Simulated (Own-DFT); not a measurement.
SiGe (diamond lattice with Si and Ge gathered in clusters, atoms displaced) (calculated)

A calculation, not a measurement: plane-wave density functional theory by an unreviewed code, no spin, of a simulated periodic cell, stress positive in tension, run twice, with PBE and with PBEsol, both on files made for PBE, so the change isn't that of files made for PBEsol; forces on such cells passed a denser k mesh, this cell's mesh not checked; the far tail of each file's local potential was reset to the Coulomb form; each entry is a single point on an unrelaxed cell, so the pressure reflects the starting lattice, mostly measured values (interpolated for alloys), from which strain is counted, and rises with the displacements; printed positions are rounded, which can move forces by about a meV/angstrom; the program, named Own-DFT, is a retired in-house code; no spin-orbit coupling; stress was not checked against mesh or cutoff. Program: Own-DFT development build.

Common to all runs: functional PBE, then PBEsol; potential files PseudoDojo norm-conserving, scalar-relativistic, standard set; wave cutoff 42 hartree; occupations Fermi-Dirac; smearing width 0.1 eV; k mesh 3 x 3 x 3 centred on Gamma.

(1) SiGe (diamond lattice with Si and Ge gathered in clusters, atoms displaced)

```
SiGe
1.0
     11.0890     0.0000     0.0000
      0.0000    11.0890     0.0000
      0.0000     0.0000    11.0890
Ge Si Ge Si Ge Si Ge Si Ge Si Ge Si Ge Si Ge Si Ge
7 1 8 5 1 2 6 1 1 6 1 1 5 1 2 15 1
Direct
  0.98978 0.00132 0.00262
  0.00823 0.25811 0.25662
  0.24164 0.00182 0.24669
  0.26481 0.26321 0.00897
  0.11573 0.13145 0.12055
  0.12921 0.37892 0.36971
  0.38026 0.12927 0.37610
  0.36857 0.36988 0.12154
  0.99605 0.00078 0.49633
  0.98976 0.24449 0.75314
  0.24592 0.99320 0.74553
  0.25670 0.25401 0.50415
  0.11991 0.12128 0.62935
  0.11703 0.36564 0.87110
  0.37591 0.11957 0.87012
  0.36551 0.38265 0.62340
  0.00273 0.50385 0.00537
  0.00971 0.75487 0.24880
  0.24795 0.49121 0.24789
  0.24501 0.74513 0.99920
  0.12100 0.62821 0.11745
  0.11627 0.88008 0.37677
  0.37298 0.62721 0.37946
  0.37670 0.87342 0.12897
  0.00492 0.51081 0.50082
  0.99876 0.75516 0.74858
  0.25230 0.50566 0.75900
  0.25555 0.74246 0.50916
  0.11542 0.62475 0.61353
  0.13450 0.87250 0.87985
  0.37792 0.62331 0.87637
  0.37415 0.86576 0.63399
  0.50591 0.99401 0.99961
  0.50334 0.24531 0.25312
  0.75862 0.99929 0.25716
  0.74109 0.25311 0.00075
  0.63025 0.12198 0.12013
  0.61814 0.37792 0.36955
  0.87649 0.12291 0.37200
  0.88462 0.37538 0.13690
  0.49454 0.00023 0.50507
  0.50074 0.25576 0.75248
  0.74916 0.99642 0.75063
  0.74557 0.24906 0.50521
  0.62787 0.13049 0.63263
  0.62326 0.38003 0.88355
  0.88152 0.12245 0.87220
  0.86399 0.36563 0.62013
  0.49274 0.50395 0.99077
  0.49766 0.74683 0.25545
  0.76038 0.49254 0.24986
  0.75380 0.74884 0.99866
  0.61440 0.62010 0.11998
  0.62511 0.87682 0.37288
  0.87391 0.62612 0.38263
  0.87250 0.87349 0.12382
  0.50546 0.48711 0.50002
  0.50757 0.76164 0.74703
  0.75464 0.49290 0.75218
  0.75158 0.75743 0.49955
  0.63121 0.62769 0.62929
  0.61967 0.86245 0.87118
  0.87370 0.62459 0.87058
  0.87946 0.87420 0.62600
```

```
PBE pressure                                      : 3.86 GPa
PBE stress xx                                     : -3.74 GPa
PBE stress yy                                     : -3.87 GPa
PBE stress zz                                     : -3.97 GPa
PBE stress yz                                     : -1.06 GPa
PBE stress xz                                     : -1 GPa
PBE stress xy                                     : -1.14 GPa
PBEsol pressure                                   : 1.57 GPa
PBEsol stress xx                                  : -1.45 GPa
PBEsol stress yy                                  : -1.57 GPa
PBEsol stress zz                                  : -1.68 GPa
PBEsol stress yz                                  : -1.05 GPa
PBEsol stress xz                                  : -0.97 GPa
PBEsol stress xy                                  : -1.1 GPa
rms change of force components from PBE to PBEsol : 0.053 eV/Å
```

Force:
```tsv
force element	PBE force x (eV/Å)	PBE force y (eV/Å)	PBE force z (eV/Å)	PBEsol force x (eV/Å)	PBEsol force y (eV/Å)	PBEsol force z (eV/Å)
Ge	1.149	-0.896	0.066	1.154	-0.804	0.018
Ge	-1.128	-1.299	-0.466	-1.043	-1.296	-0.415
Ge	0.809	0.203	0.021	0.743	0.228	0.059
Ge	-3.438	-3.64	-3.431	-3.426	-3.612	-3.416
Ge	1.181	0.132	-0.052	1.144	0.123	-0.023
Ge	0.269	0.282	2.014	0.211	0.215	1.988
Ge	-0.902	-0.593	-0.359	-0.92	-0.605	-0.29
Si	3.634	2.917	3.02	3.541	2.815	2.924
Ge	-0.043	0.305	0.94	-0.033	0.291	0.914
Ge	0.834	0.802	-1.567	0.818	0.755	-1.511
Ge	0.331	0.621	0.568	0.32	0.597	0.559
Ge	-1.431	-0.888	-0.58	-1.375	-0.848	-0.56
Ge	0.318	0.612	-0.868	0.301	0.58	-0.84
Ge	1.038	1.366	1.294	1.035	1.301	1.228
Ge	0.256	0.191	0.948	0.226	0.222	0.878
Ge	1.559	0.247	0.902	1.466	0.192	0.899
Si	-1.05	-0.576	-0.917	-1.005	-0.619	-0.951
Si	-1.694	-1.027	-0.348	-1.618	-0.96	-0.283
Si	0.865	2.196	-0.93	0.796	2.123	-0.863
Si	1.866	-0.125	0.69	1.802	-0.065	0.627
Si	0.784	-0.443	1.378	0.778	-0.439	1.372
Ge	1.846	-0.946	0.085	1.804	-0.851	0.115
Si	0.724	-1.65	-0.58	0.654	-1.595	-0.512
Si	-0.23	-0.243	-0.483	-0.276	-0.199	-0.446
Ge	-2.288	-3.052	-1.7	-2.16	-2.975	-1.614
Ge	0.639	-1.018	0.842	0.647	-0.945	0.766
Ge	-1.447	-0.087	-0.837	-1.434	-0.149	-0.868
Ge	-0.829	0.764	-1.386	-0.848	0.77	-1.282
Ge	2.12	1.318	3.463	2.058	1.288	3.343
Ge	-1.518	0.311	0.086	-1.512	0.348	0.011
Si	-0.105	2.01	-0.508	-0.159	1.967	-0.572
Ge	0.174	0.941	-0.893	0.101	0.965	-0.91
Si	-0.405	-0.203	0.014	-0.435	-0.158	-0.027
Si	0.189	0.507	-1.497	0.136	0.44	-1.436
Si	-1.367	-0.558	-1.603	-1.288	-0.488	-1.523
Si	1.662	0.08	0.426	1.694	0.05	0.388
Si	-0.238	-0.315	0.983	-0.235	-0.324	0.977
Si	1.396	-0.593	-0.211	1.419	-0.62	-0.187
Ge	-0.143	1.344	0.411	-0.081	1.332	0.454
Si	-0.86	-0.026	-1.913	-0.781	-0.102	-1.857
Ge	0.925	-0.351	-0.012	0.864	-0.303	0.014
Ge	-0.276	0.461	0.159	-0.297	0.396	0.12
Ge	-0.237	-0.324	0.497	-0.181	-0.269	0.442
Ge	-0.997	-0.551	-2.659	-0.924	-0.561	-2.52
Ge	-0.789	-0.939	-0.144	-0.761	-0.902	-0.141
Si	0.152	0.114	-0.76	0.108	0.075	-0.801
Ge	-2.762	-0.109	1.159	-2.639	-0.134	1.082
Ge	1.966	1.954	0.873	1.922	1.834	0.825
Si	0.362	-1.029	1.576	0.343	-1.036	1.56
Si	0.246	0.131	-0.463	0.25	0.131	-0.449
Si	-1.487	1.284	0.472	-1.465	1.275	0.474
Si	-1	-0.605	-0.058	-0.978	-0.594	-0.056
Si	1.284	0.283	0.644	1.264	0.275	0.636
Si	-0.059	-0.09	0.287	-0.107	-0.042	0.319
Si	-0.163	0.719	-1.454	-0.109	0.67	-1.388
Si	0.012	-0.375	0.894	0.059	-0.321	0.841
Si	-0.546	2.315	0.317	-0.591	2.246	0.383
Si	-0.708	-3.151	0.063	-0.78	-3.074	-0.021
Si	-0.867	0.807	0.317	-0.811	0.734	0.256
Si	-0.426	-0.785	-0.031	-0.371	-0.717	0.027
Si	-0.165	-0.54	-0.572	-0.164	-0.536	-0.563
Si	1.726	1.735	1.805	1.756	1.761	1.763
Si	0.343	-0.405	0.699	0.385	-0.358	0.637
Ge	-1.064	0.478	-0.631	-0.99	0.502	-0.576
```

(2) SiGe (diamond lattice with Si and Ge gathered in clusters, atoms displaced)

```
SiGe
1.0
     11.0890     0.0000     0.0000
      0.0000    11.0890     0.0000
      0.0000     0.0000    11.0890
Ge Si Ge Si Ge Si Ge Si Ge Si Ge Si Ge Si Ge Si Ge Si Ge Si Ge Si Ge Si Ge Si Ge Si Ge Si
1 1 3 1 2 2 1 3 1 4 1 3 1 5 8 3 3 1 3 1 2 1 3 1 1 1 1 3 1 2
Direct
  0.00075 0.99720 0.00561
  0.99587 0.24532 0.24823
  0.25454 0.99727 0.24081
  0.24884 0.25142 0.00211
  0.13414 0.13178 0.11677
  0.12256 0.37836 0.37312
  0.37626 0.12372 0.37958
  0.37389 0.37149 0.11786
  0.99564 0.99839 0.50293
  0.00152 0.24973 0.74835
  0.26833 0.00099 0.73808
  0.24856 0.25134 0.50122
  0.13318 0.13128 0.62460
  0.11904 0.37470 0.87892
  0.37361 0.11826 0.87385
  0.37529 0.38132 0.62342
  0.99636 0.50057 0.00163
  0.99098 0.75299 0.25349
  0.25463 0.51003 0.24263
  0.25483 0.74466 0.99500
  0.11566 0.62561 0.12438
  0.12641 0.87669 0.37773
  0.36423 0.63059 0.36795
  0.37712 0.87463 0.12656
  0.00068 0.50027 0.50990
  0.99945 0.75344 0.75328
  0.24591 0.50409 0.75182
  0.25017 0.75508 0.48861
  0.13333 0.62703 0.63027
  0.12787 0.87625 0.87537
  0.37668 0.62580 0.87069
  0.37660 0.88303 0.62309
  0.49450 0.99183 0.98894
  0.49772 0.25462 0.24080
  0.74810 0.00346 0.25617
  0.75963 0.26033 0.00226
  0.62429 0.13142 0.11801
  0.62860 0.37115 0.37443
  0.87225 0.12294 0.37892
  0.87386 0.36357 0.11828
  0.49071 0.00898 0.49499
  0.50524 0.25603 0.74137
  0.75987 0.00593 0.74655
  0.74768 0.24782 0.49467
  0.61412 0.12866 0.62254
  0.61532 0.38644 0.86979
  0.87587 0.13108 0.87743
  0.87700 0.37872 0.61924
  0.50439 0.50176 0.99712
  0.49407 0.74499 0.25972
  0.75363 0.50060 0.25344
  0.74462 0.76249 0.99566
  0.62920 0.62285 0.12268
  0.63401 0.87275 0.36937
  0.87176 0.62155 0.36509
  0.88351 0.87909 0.11871
  0.50025 0.50170 0.50602
  0.49223 0.75393 0.74398
  0.74470 0.50132 0.73881
  0.75331 0.75316 0.49797
  0.62056 0.61833 0.62776
  0.62954 0.87713 0.87684
  0.86230 0.62580 0.88173
  0.87541 0.86803 0.62631
```

```
PBE pressure                                      : 3.78 GPa
PBE stress xx                                     : -3.66 GPa
PBE stress yy                                     : -3.9 GPa
PBE stress zz                                     : -3.77 GPa
PBE stress yz                                     : -0.01 GPa
PBE stress xz                                     : -0.35 GPa
PBE stress xy                                     : 0.19 GPa
PBEsol pressure                                   : 1.48 GPa
PBEsol stress xx                                  : -1.37 GPa
PBEsol stress yy                                  : -1.6 GPa
PBEsol stress zz                                  : -1.47 GPa
PBEsol stress yz                                  : -0.01 GPa
PBEsol stress xz                                  : -0.36 GPa
PBEsol stress xy                                  : 0.17 GPa
rms change of force components from PBE to PBEsol : 0.055 eV/Å
```

Force:
```tsv
force element	PBE force x (eV/Å)	PBE force y (eV/Å)	PBE force z (eV/Å)	PBEsol force x (eV/Å)	PBEsol force y (eV/Å)	PBEsol force z (eV/Å)
Ge	1.357	1.704	-1.634	1.314	1.65	-1.584
Si	0.456	0.286	0.353	0.488	0.237	0.306
Ge	-0.995	0.662	1.443	-0.918	0.665	1.355
Ge	0.368	0.593	-2.306	0.39	0.528	-2.183
Ge	-1.927	-1.219	1.979	-1.824	-1.214	1.881
Si	0.192	0.041	-0.047	0.191	0.046	-0.059
Ge	-1.715	1.83	-1.977	-1.618	1.721	-1.941
Ge	-0.013	1.795	0.584	0.024	1.687	0.536
Si	0.789	0.283	0.208	0.776	0.283	0.215
Si	0.21	0.519	-0.221	0.159	0.466	-0.177
Ge	-3.628	1.08	1.495	-3.456	1.022	1.482
Si	0.12	0.971	-0.523	0.173	0.92	-0.562
Si	-1.021	-0.763	-0.039	-0.966	-0.814	0.005
Si	0.141	0.567	-0.746	0.184	0.512	-0.684
Ge	0.504	1.939	-0.323	0.495	1.844	-0.318
Si	-0.901	-0.171	0.068	-0.845	-0.216	0.118
Si	-0.486	-0.214	-0.076	-0.485	-0.208	-0.076
Si	1.294	-0.274	-0.133	1.24	-0.205	-0.176
Si	-1.439	-1.13	-0.056	-1.377	-1.163	-0.116
Ge	-1.118	0.265	1.155	-1.045	0.297	1.081
Si	0.447	0.367	0.264	0.474	0.409	0.226
Si	-1.078	0.37	-0.807	-1.029	0.421	-0.848
Si	0.731	-1.22	1.649	0.791	-1.161	1.588
Ge	0.432	-1.137	-0.576	0.412	-1.094	-0.562
Si	0.623	0.863	-1.439	0.625	0.872	-1.418
Si	-0.114	-1.098	0.121	-0.069	-1.047	0.18
Si	0.327	-1.201	0.17	0.373	-1.158	0.228
Si	-0.235	-0.404	1.54	-0.186	-0.357	1.569
Si	-1.038	0.797	-0.814	-1.014	0.808	-0.809
Ge	0.295	0.253	-0.807	0.321	0.262	-0.735
Ge	-0.101	-0.65	-0.179	-0.065	-0.576	-0.133
Ge	0.503	-2.186	-2.434	0.516	-2.068	-2.308
Ge	0.803	0.799	1.501	0.775	0.776	1.447
Ge	0.53	-0.377	1.532	0.489	-0.4	1.431
Ge	0.742	0.565	-1.717	0.673	0.504	-1.695
Ge	-2.848	-1.076	-2.096	-2.822	-1.125	-2.089
Ge	0.069	-0.934	-0.186	0.064	-0.895	-0.166
Si	-0.582	1.013	-0.072	-0.633	0.963	-0.114
Si	0.707	0.28	0.041	0.654	0.221	-0.007
Si	1.933	2.815	2.684	1.845	2.72	2.586
Ge	2.455	-2.035	0.477	2.363	-1.952	0.48
Ge	-1.759	0.244	1.258	-1.663	0.198	1.247
Ge	-1.043	-0.391	-0.318	-1.05	-0.349	-0.254
Si	0.436	0.339	0.623	0.384	0.289	0.667
Ge	2.051	-0.617	-0.616	1.94	-0.614	-0.564
Ge	2.228	-1.128	-0.558	2.113	-1.118	-0.511
Ge	0.817	-0.274	-0.177	0.749	-0.302	-0.134
Si	-0.742	-1.014	0.594	-0.746	-1.021	0.592
Ge	-1.155	0.555	0.638	-1.111	0.532	0.599
Ge	1.196	0.385	-1.24	1.204	0.437	-1.256
Si	-0.433	-1.452	-1.048	-0.478	-1.411	-1.097
Ge	1.252	-1.665	1.453	1.175	-1.57	1.427
Ge	0.009	0.506	0.964	-0.033	0.522	0.892
Ge	-1.469	-0.155	1.351	-1.455	-0.109	1.254
Si	0.762	0.565	1.991	0.756	0.557	1.975
Ge	-1.819	-0.88	1.942	-1.795	-0.812	1.833
Si	-0.371	-0.134	-1.626	-0.365	-0.128	-1.625
Ge	1.666	-0.416	0.315	1.577	-0.372	0.346
Si	1.062	-0.139	1.156	1.018	-0.187	1.191
Si	-0.266	-1.418	0.35	-0.313	-1.36	0.296
Si	0.273	1.721	-1.005	0.219	1.76	-0.95
Ge	-0.905	0.699	-2.504	-0.888	0.68	-2.402
Si	0.991	-0.319	-1.314	0.921	-0.268	-1.245
Si	0.434	0.426	-0.286	0.383	0.467	-0.235
```

(3) SiGe (diamond lattice with Si and Ge gathered in clusters, atoms displaced)

```
SiGe
1.0
     11.0890     0.0000     0.0000
      0.0000    11.0890     0.0000
      0.0000     0.0000    11.0890
Ge Si Ge Si Ge Si Ge Si Ge Si Ge Si Ge Si Ge Si Ge Si Ge Si Ge Si Ge Si Ge
1 15 2 1 2 2 1 1 1 3 2 1 1 1 3 2 1 2 1 2 2 1 8 1 7
Direct
  0.00768 0.00429 0.99614
  0.99680 0.24569 0.25197
  0.24838 0.00516 0.25797
  0.24578 0.24987 0.00562
  0.13869 0.11888 0.12454
  0.13813 0.37152 0.37851
  0.36904 0.12078 0.37443
  0.36914 0.38024 0.12472
  0.99924 0.99951 0.49795
  0.00791 0.24914 0.74656
  0.25368 0.00222 0.74294
  0.24839 0.25461 0.49418
  0.13093 0.12425 0.61733
  0.13148 0.37855 0.87778
  0.38084 0.12148 0.87341
  0.37689 0.37458 0.62467
  0.99642 0.50078 0.99858
  0.99520 0.74426 0.24680
  0.25534 0.50070 0.24259
  0.24991 0.74682 0.99789
  0.12117 0.62637 0.12949
  0.12105 0.87295 0.37338
  0.37789 0.62184 0.37223
  0.37442 0.87840 0.13048
  0.99724 0.49334 0.50210
  0.00262 0.75095 0.75253
  0.24479 0.49125 0.74504
  0.24390 0.74613 0.49652
  0.12584 0.62663 0.62956
  0.11919 0.87186 0.88046
  0.36852 0.62999 0.86442
  0.37782 0.87467 0.63493
  0.49416 0.99922 0.00356
  0.49187 0.24368 0.25624
  0.75279 0.99974 0.24237
  0.73400 0.24421 0.00212
  0.62555 0.12916 0.12617
  0.61980 0.37851 0.37637
  0.86965 0.12784 0.37059
  0.86662 0.38739 0.11663
  0.49101 0.00413 0.50009
  0.50543 0.25315 0.74350
  0.74589 0.99309 0.75395
  0.75301 0.24915 0.49384
  0.62037 0.11997 0.62694
  0.61548 0.37210 0.86278
  0.87296 0.11998 0.87030
  0.87521 0.37124 0.62205
  0.50211 0.49524 0.99631
  0.50880 0.74719 0.24941
  0.74271 0.49899 0.25340
  0.75138 0.74866 0.99905
  0.63121 0.62153 0.11887
  0.62123 0.86785 0.36893
  0.86834 0.62208 0.37243
  0.88000 0.86624 0.12902
  0.50992 0.49808 0.50509
  0.49555 0.74972 0.74669
  0.75421 0.50850 0.74949
  0.74875 0.75495 0.50159
  0.62435 0.62297 0.62539
  0.63096 0.87525 0.87436
  0.87462 0.62482 0.86990
  0.87146 0.87672 0.62586
```

```
PBE pressure                                      : 3.49 GPa
PBE stress xx                                     : -3.35 GPa
PBE stress yy                                     : -3.52 GPa
PBE stress zz                                     : -3.61 GPa
PBE stress yz                                     : 0.16 GPa
PBE stress xz                                     : -0.01 GPa
PBE stress xy                                     : -0.2 GPa
PBEsol pressure                                   : 1.2 GPa
PBEsol stress xx                                  : -1.06 GPa
PBEsol stress yy                                  : -1.24 GPa
PBEsol stress zz                                  : -1.31 GPa
PBEsol stress yz                                  : 0.17 GPa
PBEsol stress xz                                  : -0.01 GPa
PBEsol stress xy                                  : -0.18 GPa
rms change of force components from PBE to PBEsol : 0.051 eV/Å
```

Force:
```tsv
force element	PBE force x (eV/Å)	PBE force y (eV/Å)	PBE force z (eV/Å)	PBEsol force x (eV/Å)	PBEsol force y (eV/Å)	PBEsol force z (eV/Å)
Ge	-0.789	-0.006	1.298	-0.796	-0.065	1.209
Si	0.977	0.7	-0.725	0.941	0.724	-0.756
Si	-0.284	-1.311	-0.387	-0.251	-1.35	-0.417
Si	1.209	0.133	-0.916	1.196	0.13	-0.913
Si	-1.655	0.877	0.606	-1.68	0.818	0.551
Si	-2.077	1.25	-1.529	-2.059	1.257	-1.533
Si	0.243	0.883	0.856	0.24	0.872	0.851
Si	0.88	-1.414	-0.214	0.93	-1.365	-0.269
Si	-0.13	0.491	-0.279	-0.18	0.445	-0.237
Si	-0.242	0.182	0.078	-0.269	0.148	0.117
Si	-0.404	-0.092	1.007	-0.439	-0.119	1.037
Si	1.387	-1.117	1.191	1.386	-1.112	1.193
Si	-0.39	0.121	0.141	-0.384	0.114	0.132
Si	-0.872	-1.045	-0.056	-0.908	-0.986	0.004
Si	-0.893	1.194	-0.44	-0.83	1.137	-0.38
Si	-0.047	-0.216	-0.504	-0.043	-0.21	-0.499
Ge	1.056	0.259	-0.653	0.968	0.296	-0.598
Ge	0.744	0.206	1.738	0.677	0.172	1.631
Si	-0.628	0.126	1.466	-0.679	0.186	1.406
Ge	-0.06	0.483	0.782	-0.072	0.473	0.747
Ge	0.862	-0.84	-0.739	0.784	-0.772	-0.756
Si	0.028	0.154	0.207	-0.018	0.102	0.153
Si	-0.015	-0.12	0.581	0.035	-0.078	0.538
Ge	-0.59	-0.622	0.459	-0.519	-0.63	0.4
Si	0.91	0.545	-0.271	0.865	0.582	-0.308
Ge	-0.296	-0.147	-0.84	-0.332	-0.11	-0.758
Si	0.573	0.822	-0.107	0.6	0.852	-0.077
Si	0.984	0.308	0.426	0.977	0.309	0.418
Si	-0.372	-0.905	-0.977	-0.416	-0.839	-0.912
Ge	1.58	0.727	-1.106	1.488	0.675	-1.04
Ge	0.043	-1.737	0.593	0.08	-1.636	0.606
Si	-1.083	0.46	-2.286	-1.009	0.379	-2.207
Ge	0.934	0.23	-0.522	0.943	0.184	-0.463
Si	0.19	1.196	-0.401	0.229	1.146	-0.444
Ge	-0.19	-0.244	0.909	-0.218	-0.277	0.842
Ge	2.01	1.679	-1.852	1.939	1.625	-1.789
Ge	-1.846	-1.088	1.242	-1.742	-1.092	1.154
Si	-0.027	-1.539	0.1	0.026	-1.478	0.039
Si	0.839	-0.621	0.416	0.779	-0.673	0.365
Ge	0.046	-2.294	1.068	0.018	-2.181	1.015
Si	0.486	-0.939	0.233	0.511	-0.967	0.199
Si	-1.702	-1.502	-0.484	-1.626	-1.429	-0.419
Ge	0.288	1.313	-1.342	0.315	1.224	-1.253
Si	-0.994	0.067	0.754	-0.993	0.07	0.747
Si	0.546	0.569	-0.961	0.595	0.511	-0.905
Ge	1.614	0.651	0.83	1.606	0.691	0.875
Ge	0.386	1.28	0.354	0.34	1.185	0.376
Si	0.152	-0.212	0.3	0.097	-0.175	0.347
Ge	-1.111	0.564	-0.095	-1.026	0.576	-0.127
Ge	-1.691	-1.063	-0.91	-1.592	-0.988	-0.908
Ge	-0.015	-0.277	-0.186	0.031	-0.206	-0.242
Ge	0.491	0.136	-0.178	0.478	0.124	-0.173
Ge	-0.819	-0.06	0.161	-0.784	-0.053	0.164
Ge	0.6	2.313	1.343	0.613	2.195	1.259
Ge	0.759	-0.191	1.193	0.698	-0.152	1.109
Ge	-0.302	1.603	-1.543	-0.305	1.539	-1.492
Si	-1.804	-0.036	-0.653	-1.73	0.03	-0.585
Ge	1.206	0.215	0.373	1.212	0.157	0.41
Ge	-0.472	-2.069	-0.692	-0.492	-1.957	-0.64
Ge	-0.137	-0.658	-0.322	-0.136	-0.642	-0.315
Ge	0.128	0.706	-0.181	0.173	0.729	-0.122
Ge	-1.915	-0.838	1.004	-1.839	-0.813	0.969
Ge	0.626	0.626	0.851	0.601	0.611	0.829
Ge	1.074	0.134	-0.206	0.994	0.09	-0.157
```
